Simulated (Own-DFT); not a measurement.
Simulation results for GaAs (zincblende with one plane slipped along a stacking-fault path, atoms displaced)

Computed with Own-DFT development build. A calculation, not a measurement: plane-wave PBE density functional theory by an unreviewed code, no spin, of a simulated periodic cell, stress positive in tension, free energy of the whole cell less one offset for each atom, forces on such cells passed a denser k mesh, this cell's mesh not checked; offsets are fitted by least squares, one for each functional and potential file, so energies compare only between cells with the same atoms and settings and are not formation energies; the far tail of each file's local potential was reset to the Coulomb form; each entry is a single point on an unrelaxed cell, so the pressure reflects the starting lattice, mostly measured values (interpolated for alloys), from which strain is counted, and rises with the displacements; printed positions are rounded, which can move forces by about a meV/angstrom; the program, named Own-DFT, is a retired in-house code; no spin-orbit coupling.

Common to all runs: functional PBE; potential files PseudoDojo norm-conserving, scalar-relativistic, standard set; wave cutoff 42 hartree; occupations Fermi-Dirac; smearing width 0.1 eV; k mesh 4 x 4 x 2 centred on Gamma.

```yaml
- entry: 1
  formula: GaAs
  kind: "zincblende with one plane slipped along a stacking-fault path, atoms displaced"
  structure:
    cell_angstrom:
      - [5.6533, -5.6533, 0.0]
      - [0.0, 5.6533, -5.6533]
      - [11.7777, 11.7777, 10.3644]
    atoms_fractional:
      - [Ga, 0.01086, 0.98769, 0.9992]
      - [As, 0.99437, 0.97605, 0.12442]
      - [Ga, 0.14407, 0.31239, 0.16481]
      - [As, 0.14277, 0.2798, 0.29113]
      - [Ga, 0.31021, 0.11012, 0.33183]
      - [As, 0.29605, 0.09099, 0.45829]
      - [Ga, 0.04301, 0.08855, 0.49935]
      - [As, 0.03341, 0.07263, 0.62741]
      - [Ga, 0.19309, 0.37496, 0.67168]
      - [As, 0.18508, 0.37102, 0.78957]
      - [Ga, 0.33948, 0.17008, 0.83118]
      - [As, 0.34114, 0.17432, 0.95645]
      - [Ga, 0.01662, 0.49417, 0.00219]
      - [As, 0.98512, 0.48612, 0.1211]
      - [Ga, 0.15433, 0.80561, 0.1645]
      - [As, 0.13854, 0.78563, 0.28812]
      - [Ga, 0.31529, 0.61202, 0.3359]
      - [As, 0.28504, 0.58756, 0.45499]
      - [Ga, 0.04685, 0.58448, 0.49926]
      - [As, 0.03927, 0.57836, 0.63077]
      - [Ga, 0.18383, 0.87833, 0.66481]
      - [As, 0.16339, 0.8469, 0.79602]
      - [Ga, 0.33815, 0.68402, 0.83438]
      - [As, 0.32327, 0.67186, 0.95339]
      - [Ga, 0.52161, 0.01016, 0.99605]
      - [As, 0.48683, 0.985, 0.12305]
      - [Ga, 0.65296, 0.31149, 0.1686]
      - [As, 0.63876, 0.28379, 0.29297]
      - [Ga, 0.81645, 0.10774, 0.33573]
      - [As, 0.78775, 0.09412, 0.46083]
      - [Ga, 0.54, 0.08721, 0.50419]
      - [As, 0.52343, 0.05262, 0.62295]
      - [Ga, 0.69234, 0.39499, 0.66624]
      - [As, 0.68076, 0.38077, 0.7872]
      - [Ga, 0.84288, 0.19326, 0.83689]
      - [As, 0.83857, 0.1804, 0.95659]
      - [Ga, 0.50982, 0.50304, 0.00082]
      - [As, 0.49583, 0.4888, 0.13033]
      - [Ga, 0.6538, 0.8115, 0.16823]
      - [As, 0.64389, 0.78822, 0.28958]
      - [Ga, 0.80541, 0.61662, 0.33364]
      - [As, 0.78436, 0.58533, 0.4607]
      - [Ga, 0.543, 0.57502, 0.49786]
      - [As, 0.53651, 0.57638, 0.62465]
      - [Ga, 0.68244, 0.88168, 0.67148]
      - [As, 0.68514, 0.86381, 0.78997]
      - [Ga, 0.86476, 0.69163, 0.82933]
      - [As, 0.8407, 0.67687, 0.9553]
  results:
    "free_energy_of_cell_above_offsets [eV]": "-10.226"
    "pressure [GPa]": 6.38
    "stress_xx [GPa]": -6.81
    "stress_yy [GPa]": -8.1
    "stress_zz [GPa]": -4.24
    "stress_yz [GPa]": -1.65
    "stress_xz [GPa]": 0.7
    "stress_xy [GPa]": 1.48
    force_element: [Ga, As, Ga, As, Ga, As, Ga, As, Ga, As, Ga, As, Ga, As, Ga, As, Ga, As, Ga, As, Ga, As, Ga, As, Ga, As, Ga, As, Ga, As, Ga, As, Ga, As, Ga, As, Ga, As, Ga, As, Ga, As, Ga, As, Ga, As, Ga, As]
    "force_x [eV/angstrom]": [-0.195, -0.339, 0.354, 0.241, -0.273, -1.877, 1.231, -1.052, 0.024, 0.442, 0.336, 0.396, -1.46, 0.451, 0.196, 0.65, -1.293, 1.082, 0.396, -1.814, 1.451, 1.621, 0.076, 2.296, -1.125, 0.393, -0.146, 0.843, -0.487, -0.778, 0.804, 1.002, -0.422, 0.105, -0.93, 1.388, -0.388, -1.124, -0.209, 0.46, -0.011, 0.86, -1.181, -0.9, 0.127, 0.761, -1.987, 0.004]
    "force_y [eV/angstrom]": [0.837, 0.653, -0.476, 0.075, 0.309, -1.531, 1.841, -0.677, 0.178, 0.287, 0.888, -0.141, 0.822, 0.307, 0.056, -0.272, -0.149, -3.252, 3.889, -2.261, 1.658, -2.746, -0.78, -0.402, 0.983, -0.494, -0.163, -0.643, 0.766, -2.5, 1.493, 1.168, -0.66, -0.436, -0.725, -0.946, 0.543, -0.281, -0.177, 0.368, -0.095, -4.885, 5.151, -0.49, -0.411, 1.096, 2.95, -0.722]
    "force_z [eV/angstrom]": [-0.547, -0.489, 0.308, -0.528, 0.334, -1.56, 1.463, 0.854, -1.899, 1.681, -0.991, -0.113, -0.501, 0.742, 0.006, 0.63, -0.558, -1.081, 1.852, 1.583, -1.344, -2.641, -0.77, 0.059, 1.0, -0.133, 0.286, -0.126, -0.174, -1.612, 1.229, 0.261, -0.264, 1.753, -1.09, 0.526, -0.086, -0.135, -0.782, 0.352, 0.312, -2.286, 1.914, 0.818, -1.374, 0.755, 1.628, 0.738]
- entry: 2
  formula: GaAs
  kind: "zincblende with one plane slipped along a stacking-fault path, atoms displaced"
  structure:
    cell_angstrom:
      - [5.6533, -5.6533, 0.0]
      - [0.0, 5.6533, -5.6533]
      - [11.7777, 11.7777, 10.3644]
    atoms_fractional:
      - [Ga, 0.0164, 0.00261, 0.0008]
      - [As, 0.98857, 0.98615, 0.1234]
      - [Ga, 0.15523, 0.30932, 0.16193]
      - [As, 0.15224, 0.28048, 0.29023]
      - [Ga, 0.28828, 0.10246, 0.32896]
      - [As, 0.28719, 0.08271, 0.45845]
      - [Ga, 0.03929, 0.07676, 0.50039]
      - [As, 0.02944, 0.06244, 0.62377]
      - [Ga, 0.21161, 0.40821, 0.66344]
      - [As, 0.17381, 0.35422, 0.79234]
      - [Ga, 0.34903, 0.19373, 0.83587]
      - [As, 0.33748, 0.18402, 0.95101]
      - [Ga, 0.99968, 0.48914, 0.99999]
      - [As, 0.99432, 0.47942, 0.12304]
      - [Ga, 0.15952, 0.79125, 0.16697]
      - [As, 0.14039, 0.79156, 0.2909]
      - [Ga, 0.31281, 0.61123, 0.33074]
      - [As, 0.3034, 0.58419, 0.4594]
      - [Ga, 0.02828, 0.57501, 0.49714]
      - [As, 0.03191, 0.56597, 0.62529]
      - [Ga, 0.18733, 0.87416, 0.66316]
      - [As, 0.17326, 0.86461, 0.78986]
      - [Ga, 0.33713, 0.68646, 0.83511]
      - [As, 0.33305, 0.66593, 0.9605]
      - [Ga, 0.50684, 0.00054, 0.0022]
      - [As, 0.49926, 0.9835, 0.11884]
      - [Ga, 0.66515, 0.3132, 0.16703]
      - [As, 0.64857, 0.28162, 0.28781]
      - [Ga, 0.80254, 0.11969, 0.32925]
      - [As, 0.78619, 0.09168, 0.45761]
      - [Ga, 0.55151, 0.07873, 0.50415]
      - [As, 0.54028, 0.08473, 0.62646]
      - [Ga, 0.70066, 0.38903, 0.66586]
      - [As, 0.68182, 0.38344, 0.79087]
      - [Ga, 0.85188, 0.20565, 0.83213]
      - [As, 0.84282, 0.16848, 0.9555]
      - [Ga, 0.49873, 0.49798, 0.0025]
      - [As, 0.49836, 0.48877, 0.12791]
      - [Ga, 0.63875, 0.80642, 0.1641]
      - [As, 0.6391, 0.7828, 0.28931]
      - [Ga, 0.81139, 0.61866, 0.33328]
      - [As, 0.77486, 0.5826, 0.45773]
      - [Ga, 0.54096, 0.57859, 0.50559]
      - [As, 0.53465, 0.57193, 0.62912]
      - [Ga, 0.68615, 0.8855, 0.66761]
      - [As, 0.70074, 0.86685, 0.79269]
      - [Ga, 0.85427, 0.6959, 0.83231]
      - [As, 0.8306, 0.67325, 0.95894]
  results:
    "free_energy_of_cell_above_offsets [eV]": "-10.869"
    "pressure [GPa]": 6.2
    "stress_xx [GPa]": -6.48
    "stress_yy [GPa]": -7.79
    "stress_zz [GPa]": -4.32
    "stress_yz [GPa]": -0.78
    "stress_xz [GPa]": 0.02
    "stress_xy [GPa]": 1.62
    force_element: [Ga, As, Ga, As, Ga, As, Ga, As, Ga, As, Ga, As, Ga, As, Ga, As, Ga, As, Ga, As, Ga, As, Ga, As, Ga, As, Ga, As, Ga, As, Ga, As, Ga, As, Ga, As, Ga, As, Ga, As, Ga, As, Ga, As, Ga, As, Ga, As]
    "force_x [eV/angstrom]": [-0.732, 0.344, 0.599, -1.332, 2.221, 0.111, 0.136, 0.306, -0.721, 0.469, -1.351, 1.954, -0.64, -0.18, -0.206, -0.017, -0.086, -3.309, 1.99, -0.773, 0.919, 1.118, 0.22, 0.186, -1.479, 0.414, -0.61, -0.425, 0.925, 0.51, -1.475, -0.957, 0.706, -0.188, -0.956, 0.075, -0.003, -0.662, 1.235, 0.451, -0.725, -0.3, 1.339, 0.177, 0.968, -1.169, 0.376, 0.543]
    "force_y [eV/angstrom]": [0.098, -0.52, 0.044, 1.173, -0.22, -3.376, 2.507, 0.3, 0.559, -0.504, -1.125, 0.548, 0.291, 0.008, 0.742, -1.254, 0.737, 0.203, 0.172, -1.122, 1.159, -0.852, -0.548, 0.202, -0.941, 1.99, -0.233, 1.669, -0.764, -4.673, 4.542, -0.764, 1.355, -0.944, 0.249, 0.335, -0.02, -0.778, -0.399, -0.112, -0.013, -3.412, 2.871, -1.305, 0.569, 1.455, 0.735, -0.638]
    "force_z [eV/angstrom]": [0.047, 0.985, 0.503, -1.006, 0.209, -1.413, 1.314, 0.098, 1.597, -1.251, -0.931, 1.739, -0.541, 0.124, -1.253, 0.918, 0.512, -1.606, 0.983, 0.278, -1.265, -0.476, -0.402, -0.558, -1.224, 0.498, 0.018, -0.209, 0.934, -2.587, 1.655, 1.764, -0.587, 0.881, 0.429, 0.356, -0.113, 0.477, -0.206, -0.57, 0.46, -1.918, 1.96, 0.009, -0.917, -0.344, 0.59, 0.04]
- entry: 3
  formula: GaAs
  kind: "zincblende with one plane slipped along a stacking-fault path, atoms displaced"
  structure:
    cell_angstrom:
      - [5.6533, -5.6533, 0.0]
      - [0.0, 5.6533, -5.6533]
      - [11.7777, 11.7777, 10.3644]
    atoms_fractional:
      - [Ga, 0.987, 0.99731, 0.0042]
      - [As, 0.99739, 0.98415, 0.12634]
      - [Ga, 0.13827, 0.29811, 0.16669]
      - [As, 0.1375, 0.29078, 0.29411]
      - [Ga, 0.31445, 0.11932, 0.33069]
      - [As, 0.28838, 0.07533, 0.45915]
      - [Ga, 0.04506, 0.08426, 0.49952]
      - [As, 0.02329, 0.04346, 0.62958]
      - [Ga, 0.17857, 0.3895, 0.66471]
      - [As, 0.18859, 0.37708, 0.78987]
      - [Ga, 0.34137, 0.19627, 0.83466]
      - [As, 0.32316, 0.18037, 0.95873]
      - [Ga, 0.00199, 0.49833, 0.00189]
      - [As, 0.99294, 0.48788, 0.12125]
      - [Ga, 0.16615, 0.81766, 0.16509]
      - [As, 0.14259, 0.78256, 0.29053]
      - [Ga, 0.30463, 0.60709, 0.33499]
      - [As, 0.30491, 0.5963, 0.45949]
      - [Ga, 0.04791, 0.59152, 0.4982]
      - [As, 0.01908, 0.55833, 0.62788]
      - [Ga, 0.20513, 0.89055, 0.6714]
      - [As, 0.18635, 0.86067, 0.79132]
      - [Ga, 0.3514, 0.7049, 0.83645]
      - [As, 0.35681, 0.67864, 0.95527]
      - [Ga, 0.50365, 0.00052, 0.99874]
      - [As, 0.49756, 0.98553, 0.12612]
      - [Ga, 0.65794, 0.3141, 0.16525]
      - [As, 0.65304, 0.29958, 0.2909]
      - [Ga, 0.81546, 0.11362, 0.33944]
      - [As, 0.78739, 0.09858, 0.45571]
      - [Ga, 0.54084, 0.0894, 0.49227]
      - [As, 0.53875, 0.06919, 0.62489]
      - [Ga, 0.69753, 0.3853, 0.67009]
      - [As, 0.68605, 0.3525, 0.79384]
      - [Ga, 0.83844, 0.1961, 0.83602]
      - [As, 0.85356, 0.17748, 0.95585]
      - [Ga, 0.49454, 0.49853, 0.99693]
      - [As, 0.49957, 0.48839, 0.12644]
      - [Ga, 0.65337, 0.80306, 0.16783]
      - [As, 0.65489, 0.79072, 0.29496]
      - [Ga, 0.81195, 0.62032, 0.33099]
      - [As, 0.80578, 0.595, 0.45837]
      - [Ga, 0.54275, 0.58925, 0.49767]
      - [As, 0.5297, 0.56205, 0.6267]
      - [Ga, 0.70775, 0.88565, 0.66452]
      - [As, 0.67582, 0.85783, 0.79214]
      - [Ga, 0.85239, 0.68771, 0.82928]
      - [As, 0.83569, 0.67807, 0.95383]
  results:
    "stress_zz [GPa]": null
    "pressure [GPa]": null
```

To be estimated
1. Estimate the stress zz of GaAs (zincblende with one plane slipped along a stacking-fault path, atoms displaced) (entry 3).
2. What pressure does the calculation give for GaAs (zincblende with one plane slipped along a stacking-fault path, atoms displaced) (entry 3)?

Calculated values
1. -3.9 GPa
2. 6.28 GPa

Further results for GaAs (zincblende with one plane slipped along a stacking-fault path, atoms displaced) (entry 3):

* free energy of cell above offsets: -10.441 eV
* stress xx: -7.66 GPa
* stress yy: -7.27 GPa
* stress yz: -0.28 GPa
* stress xz: -0.75 GPa
* stress xy: 2.91 GPa

Force:
| element | x (eV/Å) | y (eV/Å) | z (eV/Å) |
| --- | --- | --- | --- |
| Ga | 0.102 | -0.978 | 0.129 |
| As | -0.537 | 0.106 | 0.575 |
| Ga | 0.977 | 0.241 | -0.823 |
| As | -0.002 | -1.116 | 0.041 |
| Ga | -0.144 | 0.215 | 0.242 |
| As | -3.295 | -1.406 | -1.738 |
| Ga | 0.161 | 3.037 | 1.566 |
| As | 0.823 | -0.882 | -1.817 |
| Ga | 0.64 | -0.701 | 0.435 |
| As | -0.274 | 0.392 | 0.395 |
| Ga | -0.208 | -0.3 | -0.08 |
| As | 0.301 | -0.933 | 0.966 |
| Ga | -0.525 | -0.59 | -1.272 |
| As | 0.722 | 0.482 | 0.543 |
| Ga | -0.103 | -0.022 | 0.561 |
| As | 0.491 | -0.141 | -0.501 |
| Ga | 0.467 | 0.108 | -0.698 |
| As | -3.303 | -0.441 | -1.711 |
| Ga | 2.812 | 1.213 | 2.01 |
| As | 0.144 | -0.476 | -1.283 |
| Ga | -0.439 | -0.755 | -0.366 |
| As | 0.466 | 1.033 | -0.321 |
| Ga | -0.596 | -1.009 | 0.235 |
| As | -0.556 | 1.828 | 0.434 |
| Ga | 0.118 | 0.32 | -0.606 |
| As | -0.011 | -0.44 | -0.297 |
| Ga | 0.232 | -0.013 | 0.164 |
| As | -0.074 | -0.591 | 0.675 |
| Ga | -1.379 | -0.219 | -0.888 |
| As | 2.075 | -3.273 | -0.829 |
| Ga | 2.66 | 2.977 | 2.297 |
| As | -0.41 | -0.822 | 0.168 |
| Ga | -0.719 | 0.558 | 0.02 |
| As | -1.012 | 1.419 | -0.876 |
| Ga | 0.684 | -2.2 | 0.486 |
| As | -0.392 | 1.514 | 0.277 |
| Ga | 1.331 | -0.221 | 0.273 |
| As | -1.366 | -0.029 | 0.33 |
| Ga | 0.616 | 0.38 | -0.26 |
| As | -1.02 | 0.481 | -0.326 |
| Ga | 0.574 | 0.152 | 0.565 |
| As | -3.325 | -0.203 | -1.809 |
| Ga | 3.994 | 0.023 | 2.095 |
| As | -0.578 | -0.396 | 0.318 |
| Ga | -0.985 | 1.746 | 0.713 |
| As | 0.597 | -0.44 | -0.781 |
| Ga | -0.321 | 0.495 | 0.091 |
| As | 0.587 | -0.124 | 0.678 |
